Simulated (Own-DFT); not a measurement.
# Computed records: AlGa3N4 (wurtzite random alloy, atoms displaced)

Computed with Own-DFT development build. A calculation, not a measurement: plane-wave density functional theory by an unreviewed code, no spin, of a simulated periodic cell, stress positive in tension, run twice, with PBE and with PBEsol, both on files made for PBE, so the change isn't that of files made for PBEsol, forces on such cells passed a denser k mesh, this cell's mesh not checked; the far tail of each file's local potential was reset to the Coulomb form; each entry is a single point on an unrelaxed cell, so the pressure reflects the starting lattice, mostly measured values (interpolated for alloys), from which strain is counted, and rises with the displacements; printed positions are rounded, which can move forces by about a meV/angstrom; the program, named Own-DFT, is a retired in-house code; no spin-orbit coupling; stress was not checked against mesh or cutoff.

```xyz
72
Lattice="9.5092 0.0000 0.0000 -4.7546 8.2353 0.0000 0.0000 0.0000 10.2685" Properties=species:S:1:pos:R:3:PBE_force_x:R:1:PBE_force_y:R:1:PBE_force_z:R:1:PBEsol_force_x:R:1:PBEsol_force_y:R:1:PBEsol_force_z:R:1 formula=AlGa3N4 functional=PBE,then_PBEsol potential_files=PseudoDojo_norm-conserving,scalar-relativistic,standard_set wave_cutoff=42 occupations=Fermi-Dirac smearing_width=0.1 k_mesh=4_x_4_x_3_centred_on_Gamma PBE_pressure=6.08 PBE_stress_xx=-6.01 PBE_stress_yy=-5.27 PBE_stress_zz=-6.97 PBE_stress_yz=0.03 PBE_stress_xz=0.65 PBE_stress_xy=0.18 PBEsol_pressure=1.2 PBEsol_stress_xx=-1.1 PBEsol_stress_yy=-0.4 PBEsol_stress_zz=-2.1 PBEsol_stress_yz=0.04 PBEsol_stress_xz=0.64 PBEsol_stress_xy=0.18 rms_change_of_force_components_from_PBE_to_PBEsol=0.069
Ga     0.0068     1.8358     0.0733      0.256     -0.033     -2.162      0.246     -0.026     -2.109
Ga     1.6058     0.9278     2.5254     -0.348     -0.335      0.812     -0.316     -0.326      0.782
N     -0.0009     1.8359     1.9035      0.077     -0.264       1.75      0.235     -0.165      1.633
N      1.5892     0.9064     4.5121     -1.107      0.071     -0.099     -0.951      0.008     -0.149
Al     0.0348     1.8308     5.1922     -0.531      -0.24     -0.787     -0.532     -0.252     -0.786
Al     1.5357     0.8981     7.6741      0.501     -0.048      0.269      0.493      -0.05      0.275
N     -0.0220     1.8261     7.0721      1.191     -0.089     -0.288      1.029     -0.013      -0.17
N      1.5628     0.8784     9.6157     -0.062      0.926     -0.857     -0.049      0.897     -0.681
Ga    -1.5758     4.5908     0.0499      0.029     -0.024     -0.855      0.021     -0.044     -0.842
Ga     0.0128     3.6489     2.5996     -0.156     -0.028      0.293     -0.158      -0.02      0.272
N     -1.5702     4.5034     1.9441     -0.266      1.034      0.634     -0.264      1.017      0.612
N     -0.0398     3.6104     4.5606      1.968      0.223      0.059      1.811      0.322     -0.044
Ga    -1.5602     4.6193     5.0979     -0.277     -1.141      1.092     -0.281     -1.112      1.061
Ga    -0.0004     3.6990     7.6566      0.281     -0.331      0.827      0.249     -0.329       0.82
N     -1.6197     4.5693     7.1028      0.446      -0.19     -0.746      0.449     -0.177     -0.728
N     -0.0085     3.6407     9.6793      1.017          1     -0.584      0.869      0.911     -0.603
Ga    -3.1447     7.3316    10.2343     -0.114     -0.123      0.364     -0.108     -0.107      0.357
Ga    -1.5656     6.3975     2.5739     -0.563     -0.353       0.12     -0.531     -0.329      0.119
N     -3.1494     7.3508     1.9060     -0.953     -1.147      0.736     -0.811     -1.049      0.669
N     -1.5744     6.3854     4.5416      0.046      1.072     -0.642      0.036      1.034     -0.628
Ga    -3.1887     7.2617     5.1247      0.094      0.604      0.161      0.098      0.575       0.17
Ga    -1.6039     6.3585     7.7108       0.06      0.843      0.295      0.047      0.809      0.288
N     -3.1987     7.3006     7.0690      0.167      0.896      0.381      0.163      0.726      0.323
N     -1.5848     6.4314     9.6675      1.496     -0.074      -0.03      1.337      -0.14     -0.076
Ga     3.1653     1.7959    10.2163     -0.242      0.365      0.489     -0.225      0.359      0.483
Ga     4.7592     0.9584     2.6077      0.016     -1.017     -0.963     -0.001     -0.988     -0.935
N      3.1671     1.8156     1.9409      0.163      0.301     -0.411      0.151      0.297      -0.39
N      4.7353     0.8887     4.5086      0.909      0.962      0.711      0.762      0.873      0.643
Ga     3.1409     1.8292     5.1007      0.224     -0.167      0.903      0.231     -0.176      0.873
Ga     4.7454     0.8892     7.6681      0.076      0.289      0.873      0.081      0.294      0.862
N      3.1503     1.7783     7.0847     -0.762      0.585      0.045     -0.607      0.637     -0.009
N      4.7507     0.9523     9.6572      0.729     -1.642     -0.176      0.702     -1.479     -0.219
Al     1.5770     4.5979     0.0080      -0.16     -0.449     -0.201     -0.156     -0.448     -0.221
Ga     3.1341     3.6230     2.5725       0.14      0.748     -0.161      0.148      0.716     -0.149
N      1.5441     4.5638     1.9174      0.698       0.36     -0.414      0.676       0.34      -0.24
N      3.1526     3.6673     4.5326     -0.407      0.147       -0.3     -0.252      0.047     -0.352
Al     1.6185     4.5907     5.1261     -0.911     -0.047     -0.104      -0.92     -0.042     -0.117
Ga     3.2300     3.6914     7.7450     -0.719     -0.735     -0.774     -0.696     -0.715     -0.749
N      1.6239     4.6333     7.0376     -0.089     -0.934     -0.352     -0.093     -0.903     -0.182
N      3.1655     3.6711     9.6660      0.042      1.022      0.683      0.044      0.856      0.557
Al     0.0569     7.3086     0.0429     -1.054      0.739      -0.81     -1.046      0.752     -0.823
Ga     1.5718     6.4472     2.5804     -0.045     -0.394     -1.004     -0.059      -0.38     -0.961
N     -0.0491     7.2813     1.9144      0.935      1.021     -0.363      0.908      0.979     -0.178
N      1.4802     6.3773     4.4325      1.421     -0.429      1.999      1.383     -0.266      1.903
Ga     0.0187     7.3399     5.2103     -0.517     -0.523     -0.818     -0.511     -0.515     -0.817
Ga     1.6166     6.4038     7.7388     -0.706       0.02     -0.432     -0.684      0.028     -0.423
N      0.0294     7.2997     7.1019     -0.536     -0.281      0.252     -0.523     -0.266      0.228
N      1.5928     6.4317     9.6302     -0.577     -0.863      1.161     -0.419      -0.78      1.019
Ga     6.3848     1.8431    10.2438     -1.057      0.347      0.552      -1.04      0.348      0.532
Al     8.0267     0.9544     2.5543     -2.022     -0.631      0.523     -2.035     -0.633      0.518
N      6.3074     1.8510     1.9421      1.622     -0.515      0.257      1.482     -0.443      0.214
N      7.9459     0.9939     4.5086      0.006     -0.557     -0.285      0.013     -0.678     -0.236
Al     6.3257     1.8150     5.1029      0.565      0.346      0.367      0.546      0.336      0.376
Ga     7.9276     0.9222     7.6913     -0.041      0.006      0.311     -0.052      0.017      0.313
N      6.3558     1.8134     7.0946     -0.612      0.066     -1.531     -0.596      0.063     -1.361
N      7.9360     0.9483     9.6443      0.312     -0.472     -0.261      0.299     -0.466     -0.253
Al     4.7521     4.5930     0.0180      0.037     -0.124     -0.035      0.038     -0.132     -0.035
Ga     6.3064     3.6996     2.5511      0.781     -0.972      0.524      0.756     -0.952      0.514
N      4.7617     4.5766     1.9742     -0.914      1.156     -1.248     -0.878      0.973     -1.129
N      6.3863     3.6595     4.5189      -0.48     -1.153     -0.122     -0.479     -0.973     -0.168
Ga     4.7961     4.4961     5.1216     -0.368       0.93      0.073     -0.354      0.925      0.078
Ga     6.3436     3.6225     7.7368     -0.127      0.408     -0.459     -0.111      0.403     -0.437
N      4.7822     4.5998     7.0505     -0.082     -0.767      0.385      -0.09     -0.755      0.384
N      6.3324     3.7087     9.6387     -0.684      0.116      0.897     -0.531      0.033      0.819
Ga     3.1888     7.3316    10.2113     -0.124      0.348       1.06     -0.124      0.347      1.027
Al     4.7769     6.4014     2.5343     -0.486      0.426      0.547      -0.48      0.423      0.554
N      3.1527     7.3331     1.9389      1.371      0.551      0.225      1.217      0.466      0.128
N      4.7381     6.3700     4.5299      -0.25     -0.005     -1.474     -0.235          0     -1.308
Ga     3.1604     7.3200     5.1831     -0.262      0.157     -1.761     -0.245      0.153     -1.702
Ga     4.7323     6.3835     7.7120      0.164      0.516     -0.565      0.175      0.502     -0.557
N      3.1111     7.3323     7.0550       1.04     -0.005      0.846      1.016     -0.008      0.827
N      4.7705     6.4384     9.6252     -0.269     -1.503      0.602     -0.269     -1.329      0.531
```

Units: wave_cutoff in hartree; smearing_width in eV; PBE_pressure, PBE_stress_xx, PBE_stress_yy, PBE_stress_zz, PBE_stress_yz, PBE_stress_xz, PBE_stress_xy, PBEsol_pressure, PBEsol_stress_xx, PBEsol_stress_yy, PBEsol_stress_zz, PBEsol_stress_yz, PBEsol_stress_xz, PBEsol_stress_xy in GPa; rms_change_of_force_components_from_PBE_to_PBEsol, PBE_force_x, PBE_force_y, PBE_force_z, PBEsol_force_x, PBEsol_force_y, PBEsol_force_z in eV/Å.
